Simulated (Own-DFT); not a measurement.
# Point defects and the pressure they add: D0_22 TiAl3

No measurement is shown. These are fixed-geometry runs of a retired plane-wave code named Own-DFT, which no person has reviewed; spin and spin-orbit coupling are neglected.

Method: PBE; PseudoDojo norm-conserving scalar-relativistic files; cutoff 42 hartree; 4 x 4 x 4 k mesh centred on Gamma; cold (Marzari-Vanderbilt) smearing of 0.2 eV.

Caveats: forces on such cells failed a check on a denser k mesh; stress not checked against mesh or cutoff.

All runs share one cell, with vectors in Å (-2.365, -6.981, 4.326); (-7.667, 3.491, 1.442); (-2.950, -3.488, -7.241) and a volume of 625.4 Å³. Atoms were moved at random from their sites; u is the rms move along one axis. The defect's site can differ from row to row.

| cell | formula | u (Å) | P (GPa) |
|---|---|---|---|
| no defect | Al30Ti10 | 0.0167 | 1.93 |
| no defect | Al30Ti10 | 0.0192 | 1.96 |
| no defect | Al30Ti10 | 0.0559 | 2.79 |
| one Ti vacancy | Al30Ti9 | 0.0307 | 1.82 |
| one Ti vacancy | Al30Ti9 | 0.0470 | 2.22 |
| one Ti vacancy | Al30Ti9 | 0.0511 | 2.30 |
| two Al vacancies | Al28Ti10 | 0.0303 | 1.28 |
| two Al vacancies | Al28Ti10 | 0.0482 | 1.72 |
| two Al vacancies | Al28Ti10 | 0.0483 | 1.57 |
| two Al on a Ti site each | Al32Ti8 | 0.0314 | 2.95 |
| two Al on a Ti site each | Al32Ti8 | 0.0485 | 3.24 |
| two Al on a Ti site each | Al32Ti8 | 0.0492 | 3.45 |
| two Ti on an Al site each | Al28Ti12 | 0.0309 | 3.39 |
| two Ti on an Al site each | Al28Ti12 | 0.0335 | 3.22 |
| two Ti on an Al site each | Al28Ti12 | 0.0430 | ? |
| two Ti on an Al site each | Al28Ti12 | 0.0505 | 3.75 |

## What the rows give

P = P0 + c u² + a shift for each defect gives P0 = 1.86 GPa, c = 292 ± 24 GPa/Å² and a scatter of 0.08 GPa. The shifts, and each times the cell's volume:

- two Ti on an Al site each: 1.14 ± 0.06 GPa, 4.5 eV (2.2 eV for each of its 2 sites)
- two Al on a Ti site each: 0.79 ± 0.07 GPa, 3.1 eV (1.5 eV for each of its 2 sites)
- one Ti vacancy: -0.31 ± 0.07 GPa, -1.2 eV
- two Al vacancies: -0.88 ± 0.07 GPa, -3.4 eV (-1.7 eV for each of its 2 sites)

Positive is outwards. The product with the volume (160.2 GPa Å³ to the eV) is nearly free of the cell's size; divided by the bulk modulus at the cell's pressure it gives the volume that the defect adds. The atoms around the defects weren't relaxed, which would change these numbers.

## Check

Q: what pressure belongs in the blank (two Ti on an Al site each, u = 0.0430 Å)?

The fit gives 3.54 ± 0.09 GPa. DFT gave 3.63 GPa.
